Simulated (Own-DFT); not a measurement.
## Calculated data, HfO₂ (monoclinic hafnia, atoms displaced)

Computed with Own-DFT development build. A calculation, not a measurement: plane-wave density functional theory by an unreviewed code, no spin, of a simulated periodic cell, stress positive in tension, run twice, with PBE and with PBEsol, both on files made for PBE, so the change isn't that of files made for PBEsol, hafnium file: forces about 75 meV/angstrom off all-electron values; oxygen file: force components 24 meV/angstrom off all-electron in one glass; forces on such cells passed a denser k mesh, this cell's mesh not checked; the far tail of each file's local potential was reset to the Coulomb form; each entry is a single point on an unrelaxed cell, so the pressure reflects the starting lattice, mostly measured values (interpolated for alloys), from which strain is counted, and rises with the displacements; printed positions are rounded, which can move forces by about a meV/angstrom; the program, named Own-DFT, is a retired in-house code; no spin-orbit coupling; stress was not checked against mesh or cutoff.

## HfO₂ (monoclinic hafnia, atoms displaced)

```cif
# cell vector a (Å): 10.2340 0.0000 0.0000
# cell vector b (Å): 0.0000 10.3500 0.0000
# cell vector c (Å): -1.6955 0.0000 10.4453
data_HfO2
_symmetry_space_group_name_H-M 'P 1'
_symmetry_Int_Tables_number 1
_cell_length_a 10.2340
_cell_length_b 10.3500
_cell_length_c 10.5820
_cell_angle_alpha 90.000
_cell_angle_beta 99.220
_cell_angle_gamma 90.000
_cell_volume 1106.39
loop_
_atom_site_label
_atom_site_type_symbol
_atom_site_fract_x
_atom_site_fract_y
_atom_site_fract_z
_atom_site_occupancy
Hf1 Hf 0.12825 0.02399 0.08703 1
Hf2 Hf 0.37507 0.28785 0.14585 1
Hf3 Hf 0.37328 0.47508 0.39968 1
Hf4 Hf 0.13203 0.22211 0.35937 1
O1 O 0.04966 0.15466 0.18277 1
O2 O 0.47096 0.40754 0.07075 1
O3 O 0.46451 0.32166 0.31727 1
O4 O 0.03230 0.08952 0.42958 1
O5 O 0.25196 0.36294 0.25059 1
O6 O 0.29451 0.11239 0.01319 1
O7 O 0.27028 0.11136 0.23034 1
O8 O 0.23364 0.37725 0.48204 1
Hf5 Hf 0.13626 0.02150 0.60442 1
Hf6 Hf 0.36634 0.26872 0.62585 1
Hf7 Hf 0.36379 0.48239 0.88921 1
Hf8 Hf 0.13823 0.24111 0.85838 1
O9 O 0.01859 0.16975 0.68624 1
O10 O 0.45501 0.41165 0.58108 1
O11 O 0.44760 0.32468 0.84015 1
O12 O 0.03873 0.09960 0.93076 1
O13 O 0.21959 0.39649 0.73515 1
O14 O 0.27797 0.12199 0.52044 1
O15 O 0.29963 0.11184 0.75184 1
O16 O 0.23392 0.36329 0.97122 1
Hf9 Hf 0.16404 0.51229 0.11861 1
Hf10 Hf 0.36356 0.78414 0.14563 1
Hf11 Hf 0.35776 0.97818 0.40557 1
Hf12 Hf 0.12518 0.73246 0.36371 1
O17 O 0.04676 0.68388 0.18495 1
O18 O 0.45444 0.90023 0.05929 1
O19 O 0.46902 0.85717 0.32896 1
O20 O 0.03986 0.58847 0.44935 1
O21 O 0.22203 0.88982 0.24677 1
O22 O 0.27725 0.61307 0.99496 1
O23 O 0.27695 0.61738 0.25258 1
O24 O 0.23258 0.86124 0.49280 1
Hf13 Hf 0.12679 0.52807 0.58996 1
Hf14 Hf 0.35599 0.79492 0.63047 1
Hf15 Hf 0.36601 0.98997 0.88085 1
Hf16 Hf 0.13483 0.72770 0.85008 1
O25 O 0.02795 0.66705 0.66298 1
O26 O 0.46422 0.92303 0.57433 1
O27 O 0.48252 0.83644 0.83975 1
O28 O 0.04178 0.58614 0.93130 1
O29 O 0.23355 0.89408 0.74044 1
O30 O 0.27926 0.63468 0.50002 1
O31 O 0.28110 0.61237 0.74131 1
O32 O 0.21793 0.88126 0.98259 1
Hf17 Hf 0.62778 0.04494 0.10762 1
Hf18 Hf 0.86124 0.26780 0.15787 1
Hf19 Hf 0.86406 0.48446 0.40483 1
Hf20 Hf 0.63584 0.23998 0.37092 1
O33 O 0.53056 0.17248 0.16977 1
O34 O 0.96368 0.42406 0.10164 1
O35 O 0.96407 0.32828 0.32952 1
O36 O 0.53671 0.08756 0.43626 1
O37 O 0.72502 0.38380 0.20646 1
O38 O 0.75719 0.12184 0.99421 1
O39 O 0.76991 0.11714 0.26669 1
O40 O 0.72962 0.33465 0.50350 1
Hf21 Hf 0.62028 0.01750 0.60584 1
Hf22 Hf 0.85664 0.26655 0.65127 1
Hf23 Hf 0.84190 0.48745 0.91631 1
Hf24 Hf 0.64527 0.22557 0.84866 1
O41 O 0.52309 0.17415 0.68334 1
O42 O 0.98713 0.40626 0.57232 1
O43 O 0.97799 0.33294 0.81965 1
O44 O 0.54793 0.10006 0.90596 1
O45 O 0.72237 0.36089 0.74075 1
O46 O 0.75855 0.14361 0.51538 1
O47 O 0.76334 0.11164 0.75754 1
O48 O 0.73124 0.37170 0.97940 1
Hf25 Hf 0.63374 0.51189 0.11157 1
Hf26 Hf 0.87466 0.79122 0.13195 1
Hf27 Hf 0.87739 0.97410 0.38621 1
Hf28 Hf 0.64367 0.73389 0.34787 1
O49 O 0.54009 0.65622 0.16142 1
O50 O 0.96527 0.90851 0.07220 1
O51 O 0.95739 0.84538 0.32214 1
O52 O 0.52343 0.59512 0.40671 1
O53 O 0.71219 0.87874 0.21302 1
O54 O 0.77926 0.60435 0.01932 1
O55 O 0.78131 0.64107 0.25975 1
O56 O 0.71338 0.88290 0.49641 1
Hf29 Hf 0.63775 0.51074 0.60116 1
Hf30 Hf 0.85018 0.76321 0.65034 1
Hf31 Hf 0.85951 0.98859 0.90222 1
Hf32 Hf 0.64206 0.71866 0.86142 1
O57 O 0.55827 0.66468 0.68542 1
O58 O 0.97499 0.91816 0.58985 1
O59 O 0.96941 0.84666 0.81525 1
O60 O 0.53218 0.58010 0.90841 1
O61 O 0.73241 0.87272 0.74619 1
O62 O 0.77496 0.61834 0.52246 1
O63 O 0.78342 0.63777 0.77052 1
O64 O 0.72324 0.88383 0.99375 1
```

- functional: PBE, then PBEsol
- potential files: PseudoDojo norm-conserving, scalar-relativistic, standard set
- wave cutoff: 72 hartree
- occupations: Fermi-Dirac
- smearing width: 0.1 eV
- k mesh: 2 x 2 x 2 centred on Gamma
- PBE pressure: 15.8 GPa
- PBE stress xx: -15.88 GPa
- PBE stress yy: -16.74 GPa
- PBE stress zz: -14.79 GPa
- PBE stress yz: 2 GPa
- PBE stress xz: -1 GPa
- PBE stress xy: -2.08 GPa
- PBEsol pressure: 9.29 GPa
- PBEsol stress xx: -9.34 GPa
- PBEsol stress yy: -10.27 GPa
- PBEsol stress zz: -8.26 GPa
- PBEsol stress yz: 1.93 GPa
- PBEsol stress xz: -0.67 GPa
- PBEsol stress xy: -2.04 GPa
- rms change of force components from PBE to PBEsol: 0.085 eV/Å

Force:
| force element | PBE force x (eV/Å) | PBE force y (eV/Å) | PBE force z (eV/Å) | PBEsol force x (eV/Å) | PBEsol force y (eV/Å) | PBEsol force z (eV/Å) |
| --- | --- | --- | --- | --- | --- | --- |
| Hf | 6.175 | -0.824 | 2.281 | 6.082 | -0.736 | 2.224 |
| Hf | -3.416 | -7.019 | -3.56 | -3.326 | -6.848 | -3.424 |
| Hf | -2.83 | 1.185 | -1.42 | -2.802 | 1.107 | -1.38 |
| Hf | 3.262 | 1.15 | -1.677 | 3.144 | 1.081 | -1.685 |
| O | -4.6 | 2.431 | 0.555 | -4.454 | 2.385 | 0.607 |
| O | 1.602 | 2.617 | -0.382 | 1.565 | 2.573 | -0.397 |
| O | 1.345 | 2.446 | 4.209 | 1.301 | 2.368 | 4.057 |
| O | -0.181 | -0.772 | 0.082 | -0.154 | -0.784 | 0.094 |
| O | -3.507 | 2.673 | -0.951 | -3.33 | 2.641 | -0.939 |
| O | -0.579 | 1.57 | -1.142 | -0.622 | 1.487 | -1.118 |
| O | 1.024 | 0.95 | 4.146 | 0.916 | 0.92 | 4.014 |
| O | -1.526 | -1.286 | -0.88 | -1.411 | -1.265 | -0.864 |
| Hf | -1.453 | 1.649 | 3.48 | -1.408 | 1.623 | 3.387 |
| Hf | -5.059 | -0.849 | 6.422 | -4.951 | -0.832 | 6.322 |
| Hf | -0.827 | -0.601 | -3.474 | -0.85 | -0.641 | -3.391 |
| Hf | 1.844 | -1.19 | -3.296 | 1.735 | -1.141 | -3.246 |
| O | 3.768 | -3.537 | -1.808 | 3.669 | -3.405 | -1.736 |
| O | 5.241 | 4.371 | -1.701 | 5.122 | 4.271 | -1.747 |
| O | 2.004 | -0.495 | -1.434 | 1.948 | -0.455 | -1.442 |
| O | -2.462 | -0.534 | -0.911 | -2.379 | -0.562 | -0.836 |
| O | 0.26 | -2.851 | -0.479 | 0.31 | -2.773 | -0.433 |
| O | -0.559 | -0.17 | -3.051 | -0.584 | -0.173 | -2.957 |
| O | -2.666 | 2.868 | -1.863 | -2.602 | 2.766 | -1.828 |
| O | -0.514 | 2.023 | 4.946 | -0.436 | 1.999 | 4.811 |
| Hf | -2.89 | 1.433 | -3.287 | -2.78 | 1.482 | -3.23 |
| Hf | -1.344 | -0.923 | -0.127 | -1.297 | -0.826 | -0.11 |
| Hf | -0.005 | 2.516 | -5.766 | 0.005 | 2.383 | -5.614 |
| Hf | 3.266 | -0.525 | -2.599 | 3.219 | -0.559 | -2.587 |
| O | -0.172 | -1.443 | -0.465 | -0.173 | -1.351 | -0.365 |
| O | 2.757 | 2.445 | 1.157 | 2.64 | 2.399 | 1.123 |
| O | 1.318 | -2.229 | -1.204 | 1.25 | -2.187 | -1.196 |
| O | -5.616 | 3.398 | -11.29 | -5.514 | 3.318 | -11.04 |
| O | -0.309 | -2.053 | 0.566 | -0.22 | -2.01 | 0.57 |
| O | -0.282 | 2.115 | 2.669 | -0.34 | 2.009 | 2.6 |
| O | 0.35 | -0.324 | 1.169 | 0.273 | -0.359 | 1.114 |
| O | -2.722 | 2.837 | -1.417 | -2.568 | 2.783 | -1.362 |
| Hf | 8.082 | -3.068 | 11.76 | 7.903 | -2.972 | 11.54 |
| Hf | 0.557 | -7.689 | 6.7 | 0.467 | -7.451 | 6.527 |
| Hf | 0.795 | -1.229 | 3.228 | 0.731 | -1.239 | 3.161 |
| Hf | 0.161 | -0.739 | 0.021 | 0.118 | -0.773 | 0.016 |
| O | -0.318 | 0.866 | 1.426 | -0.305 | 0.854 | 1.421 |
| O | -1.42 | -1.188 | 0.167 | -1.421 | -1.134 | 0.093 |
| O | -0.927 | 0.416 | -2.335 | -0.902 | 0.422 | -2.294 |
| O | -1.006 | 0.048 | 0.5 | -0.929 | 0.071 | 0.519 |
| O | -0.315 | -2.274 | -1.51 | -0.225 | -2.192 | -1.515 |
| O | 0.295 | 0.184 | -0.46 | 0.199 | 0.198 | -0.458 |
| O | -0.489 | 3.095 | 0.487 | -0.555 | 2.982 | 0.494 |
| O | -0.465 | -2.399 | -0.243 | -0.407 | -2.323 | -0.237 |
| Hf | 0.561 | -5.257 | -2.749 | 0.622 | -5.115 | -2.723 |
| Hf | 2.715 | -0.19 | -2.772 | 2.65 | -0.061 | -2.651 |
| Hf | 1.65 | -0.498 | -0.252 | 1.685 | -0.494 | -0.164 |
| Hf | -0.046 | -6.109 | -3.632 | -0.053 | -6.059 | -3.526 |
| O | 0.367 | 0.714 | 1.315 | 0.366 | 0.721 | 1.298 |
| O | 0.849 | -0.651 | -0.4 | 0.778 | -0.655 | -0.437 |
| O | -1.066 | 1.007 | 0.683 | -1.044 | 0.945 | 0.606 |
| O | -1.545 | 1.079 | -1.718 | -1.48 | 1.029 | -1.6 |
| O | 0.555 | -3.02 | 6.786 | 0.607 | -2.963 | 6.583 |
| O | 3.172 | 1.787 | 4.029 | 3.011 | 1.708 | 3.89 |
| O | 0.653 | 1.219 | -0.336 | 0.595 | 1.2 | -0.344 |
| O | 0.112 | 10.05 | -0.86 | 0.154 | 9.777 | -0.823 |
| Hf | 5.955 | 2.635 | 2.339 | 5.847 | 2.644 | 2.222 |
| Hf | 2.538 | -1.054 | 1.89 | 2.465 | -1.022 | 1.87 |
| Hf | 8.413 | -1.485 | -4.473 | 8.171 | -1.445 | -4.299 |
| Hf | -1.303 | 3.768 | 0.058 | -1.242 | 3.616 | 0.042 |
| O | 2.547 | -2.054 | -2.251 | 2.482 | -1.995 | -2.152 |
| O | -4.749 | -1.629 | -1.548 | -4.652 | -1.515 | -1.567 |
| O | -3.259 | 2.576 | 1.666 | -3.133 | 2.41 | 1.564 |
| O | -5.292 | -5.334 | 2.98 | -5.169 | -5.208 | 2.937 |
| O | -0.059 | 4.293 | -1.745 | -0.014 | 4.15 | -1.733 |
| O | 1.194 | -4.644 | 0.434 | 1.063 | -4.471 | 0.448 |
| O | 1.344 | 0.16 | -0.235 | 1.243 | 0.185 | -0.204 |
| O | -2.568 | -3.06 | 1.953 | -2.462 | -2.966 | 1.921 |
| Hf | -0.633 | 3.95 | -4.92 | -0.608 | 3.911 | -4.864 |
| Hf | -7.13 | -7.722 | 2.785 | -7.019 | -7.513 | 2.809 |
| Hf | -6.627 | 4.891 | 4.699 | -6.452 | 4.796 | 4.618 |
| Hf | -0.802 | 1.737 | -0.926 | -0.773 | 1.64 | -0.956 |
| O | -2.093 | 2.516 | 1.962 | -2.008 | 2.449 | 1.97 |
| O | 4.691 | 5.875 | -2.526 | 4.597 | 5.797 | -2.519 |
| O | 3.202 | -3.921 | -1.397 | 3.139 | -3.857 | -1.432 |
| O | 2.104 | -0.615 | 1.663 | 2.051 | -0.619 | 1.651 |
| O | 0.511 | 0.285 | 2.776 | 0.568 | 0.279 | 2.696 |
| O | -1.91 | 5.351 | 2.35 | -1.922 | 5.17 | 2.256 |
| O | 0.332 | -2.245 | 2.337 | 0.224 | -2.176 | 2.302 |
| O | 1.68 | -2.115 | -1.704 | 1.656 | -2.07 | -1.648 |
| Hf | -1.812 | 1.575 | 2.888 | -1.774 | 1.615 | 2.836 |
| Hf | 1.378 | 3.238 | 0.915 | 1.317 | 3.179 | 0.973 |
| Hf | -0.693 | -1.709 | -3.618 | -0.742 | -1.714 | -3.515 |
| Hf | -1.335 | 3.625 | 0.426 | -1.317 | 3.498 | 0.325 |
| O | -1.114 | -1.074 | -3.603 | -1.012 | -1.081 | -3.443 |
| O | -1 | -0.723 | -2.624 | -0.937 | -0.679 | -2.597 |
| O | 0.304 | -0.337 | 1.431 | 0.28 | -0.379 | 1.353 |
| O | 1.239 | -0.69 | 1.628 | 1.219 | -0.659 | 1.62 |
| O | -1.111 | 1.139 | -0.224 | -1.007 | 1.089 | -0.218 |
| O | -0.034 | -1.058 | -2.094 | -0.063 | -1.055 | -2.032 |
| O | 1.042 | -3.562 | 0.612 | 0.948 | -3.431 | 0.594 |
| O | 1.425 | -1.794 | -1.233 | 1.491 | -1.736 | -1.197 |
